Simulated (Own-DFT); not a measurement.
# Which defects push the lattice out? 2H SiC

Everything here is calculated. The program is Own-DFT (plane waves, in-house, since retired, never reviewed by a person); positions were held fixed, and spin and spin-orbit coupling were off.

Settings: PBE; PseudoDojo norm-conserving scalar-relativistic files; cutoff 42 hartree; 4 x 4 x 3 k mesh centred on Gamma; Fermi-Dirac smearing of 0.1 eV.

Keep in mind (not all hold for every row): some atoms lie very close together; not probed for a lower state with spin; forces on such cells passed a denser k mesh, each cell not checked; stress not checked against mesh or cutoff.

All runs share one cell, with vectors in Å (9.248, 0.000, 0.000); (-4.624, 8.009, 0.000); (0.000, 0.000, 10.068) and a volume of 745.7 Å³. The atoms are randomly displaced, by u rms on each axis. The defect's site can differ from row to row.

```
cell,formula,u (Å),P (GPa)
no defect,C36Si36,0.0268,3.70
no defect,C36Si36,0.0309,4.05
no defect,C36Si36,0.0588,6.33
one Al on a Si site and one N on a C site,AlC35NSi35,0.0313,4.25
one Al on a Si site and one N on a C site,AlC35NSi35,0.0461,4.99
one Al on a Si site and one N on a C site,AlC35NSi35,0.0499,5.66
one C on a Si site and one Si on a C site,C36Si36,0.0307,7.40
one C on a Si site and one Si on a C site,C36Si36,0.0312,7.65
one C on a Si site and one Si on a C site,C36Si36,0.0483,9.24
one Si on a C site,C35Si37,0.0268,10.35
one Si on a C site,C35Si37,0.0301,10.64
one Si on a C site,C35Si37,0.0479,?
one Si on a C site,C35Si37,0.0516,11.69
two Al on a Si site each,Al2C36Si34,0.0279,5.95
two Al on a Si site each,Al2C36Si34,0.0469,7.20
two Al on a Si site each,Al2C36Si34,0.0510,7.59
```

## What the rows give

P = P0 + c u² + a shift for each defect gives P0 = 3.16 GPa, c = 899 ± 64 GPa/Å² and a scatter of 0.22 GPa. The shifts, and each times the cell's volume:

- one Si on a C site: 6.45 ± 0.18 GPa, 30.0 eV
- one C on a Si site and one Si on a C site: 3.67 ± 0.18 GPa, 17.1 eV
- two Al on a Si site each: 2.09 ± 0.18 GPa, 9.7 eV (4.9 eV for each of its 2 sites)
- one Al on a Si site and one N on a C site: 0.13 ± 0.18 GPa, 0.6 eV (not resolved)

Against the defect-free cell, a freed cell would be larger where the shift is positive and smaller where it is negative (160.2 GPa Å³ is 1 eV). The atoms around the defects weren't relaxed, which would change these numbers.

## The run left out

Q: what pressure belongs in the blank (one Si on a C site, u = 0.0479 Å)?

The fit gives 11.67 ± 0.26 GPa. The run itself gave 11.81 GPa.
